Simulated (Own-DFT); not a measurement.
# How strain changes the stress of diamond silicon, 64 atoms (Si64)

The numbers are computed, not measured, by runs of the plane-wave DFT program Own-DFT (in-house, retired, unreviewed) at fixed positions, with no spin and no spin-orbit coupling.

Settings: PBE; PseudoDojo norm-conserving scalar-relativistic files; cutoff 20 hartree; 3 x 3 x 3 k mesh centred on Gamma; Fermi-Dirac smearing of 0.1 eV.

Known weak points: k mesh not checked against a denser one; stress not checked against mesh or cutoff.

Unstrained cell vectors in Å: (10.862, 0.000, 0.000); (0.000, 10.862, 0.000); (0.000, 0.000, 10.862). The unstrained cell has measured lattice constants (interpolated for alloys), not those of this functional. That, the random moves and any unrelaxed bonds set the pressure at no strain. In each run the cell takes a homogeneous strain; fractional positions stay. All atoms carry random offsets, Gaussian with a width of 0.05 Å per axis. Stress is counted positive in tension, P = -(s_xx + s_yy + s_zz)/3, and strain components are those of the symmetric tensor.

| run | e_xx (%) | e_yy (%) | e_zz (%) | e_yz (%) | e_xz (%) | e_xy (%) | s_xx (GPa) | s_yy (GPa) | s_zz (GPa) | s_yz (GPa) | s_xz (GPa) | s_xy (GPa) | P (GPa) | E (meV/atom) |
|---|---|---|---|---|---|---|---|---|---|---|---|---|---|---|
| 1 | -1.98 | -1.33 | 0.97 | -0.36 | -1.31 | -0.35 | -6.18 | -5.58 | -3.50 | -1.27 | -2.75 | -0.57 | 5.09 | 18.8 |
| 2 | 1.11 | -0.19 | 0.18 | 1.99 | -0.92 | 1.06 | -1.06 | -2.26 | -1.93 | 4.32 | -2.14 | 1.56 | 1.75 | 9.3 |
| 3 | -0.88 | 1.37 | -0.21 | 0.50 | 1.36 | -1.51 | -3.35 | -1.43 | -2.96 | 1.45 | 2.96 | -3.25 | 2.58 | 19.2 |
| 4 | 1.27 | 1.59 | -1.83 | 1.80 | 0.82 | 1.71 | -1.05 | -0.86 | -3.65 | 2.93 | 1.59 | 3.45 | 1.85 | 19.8 |
| 5 | 0.13 | 0.12 | -1.81 | -1.49 | -1.25 | 1.88 | -3.91 | -3.76 | -5.55 | -2.83 | -3.17 | 3.37 | 4.40 | 27.7 |
| 6 | 0.09 | -0.74 | -0.34 | 1.97 | 1.98 | 1.98 | -3.84 | -4.75 | -4.22 | 4.34 | 3.66 | 4.71 | 4.27 | 37.7 |
| 7 | -0.06 | -0.61 | 1.60 | -0.72 | -1.07 | 0.39 | -2.12 | -2.57 | -0.51 | -0.84 | -2.68 | 0.82 | 1.74 | 3.6 |
| 8 | 0.88 | 1.03 | 1.21 | -0.90 | -1.16 | -1.89 | -0.03 | 0.20 | 0.46 | -2.01 | -1.96 | -3.18 | -0.21 | 0.1 |
| 9 | -2.00 | -0.31 | 0.10 | -1.46 | 1.34 | -0.41 | -6.46 | -4.90 | -4.59 | -3.85 | 3.48 | -0.68 | 5.32 | 37.0 |
| 10 | 0.88 | -1.18 | 1.21 | 0.32 | 1.85 | -1.09 | -1.39 | -3.03 | -0.96 | 0.66 | 3.04 | -2.45 | 1.79 | 7.1 |
| 11 | 1.51 | -1.13 | -1.65 | -1.72 | 0.16 | -0.11 | -1.95 | -4.60 | -4.87 | -3.30 | 0.30 | -1.09 | 3.81 | 8.6 |
| 12 | -0.35 | -0.78 | -0.36 | -1.78 | 1.73 | 0.08 | -4.23 | -4.52 | -4.25 | -3.99 | 3.83 | 0.85 | 4.33 | 18.2 |
| 13 | 0.88 | 1.62 | -1.07 | -1.38 | -0.72 | 0.98 | -0.86 | -0.21 | -2.55 | -3.03 | -1.19 | 1.80 | 1.21 | 0.0 |
| 14 | 1.77 | 1.79 | -0.16 | -0.88 | 1.96 | 1.63 | 0.76 | 0.78 | -0.89 | -1.82 | 3.55 | 2.87 | -0.22 | 20.5 |
| 15 | 1.84 | 0.60 | 0.74 | 1.98 | 1.14 | 1.41 | 0.74 | -0.60 | -0.47 | 4.75 | 2.50 | 2.25 | 0.11 | 14.4 |
| 16 | 1.00 | -1.85 | 1.85 | 0.06 | 1.71 | 0.96 | ? | ? | ? | ? | ? | ? | ? | ? |

E is the free energy per atom, counted from the lowest run shown.

## What the rows give

Regress every stress component on the fractional strains (shears doubled) of the visible runs, with a constant. Shear strains stay in the fit of a normal stress only where such slopes are resolved. The slopes, in GPa:

| stress | at no strain | per e_xx | per e_yy | per e_zz | scatter |
|---|---|---|---|---|---|
| s_xx | -2.9 | 161 ± 5 | 63 ± 6 | 64 ± 6 | 0.23 |
| s_yy | -2.9 | 68 ± 6 | 153 ± 7 | 68 ± 7 | 0.27 |
| s_zz | -2.9 | 72 ± 6 | 64 ± 7 | 155 ± 7 | 0.27 |

The slope of each shear stress on twice its own strain, from a fit on all six strains: yz 104 ± 6, xz 103 ± 5, xy 102 ± 7 GPa. These are stiffnesses along x, y and z of the frame in which the cell vectors are given, which need not be the crystal's axes. The atoms are held to the strained lattice; where symmetry lets them move under strain, relaxing them would lower some slopes. Slopes across the diagonal should nearly agree, so their difference gauges the noise. A ninth of the table's sum, 97 ± 3 GPa, estimates the bulk modulus near the mean pressure of these runs, 2.5 GPa, so it lies above the value at zero pressure.

## Withheld run

Question: what normal stresses and pressure should run 16 give?

The fit gives s_xx = -1.2, s_yy = -3.8, s_zz = -0.4 and P = 1.8 GPa. The hidden result is -1.23, -3.37, -0.36 and P = 1.65 GPa.
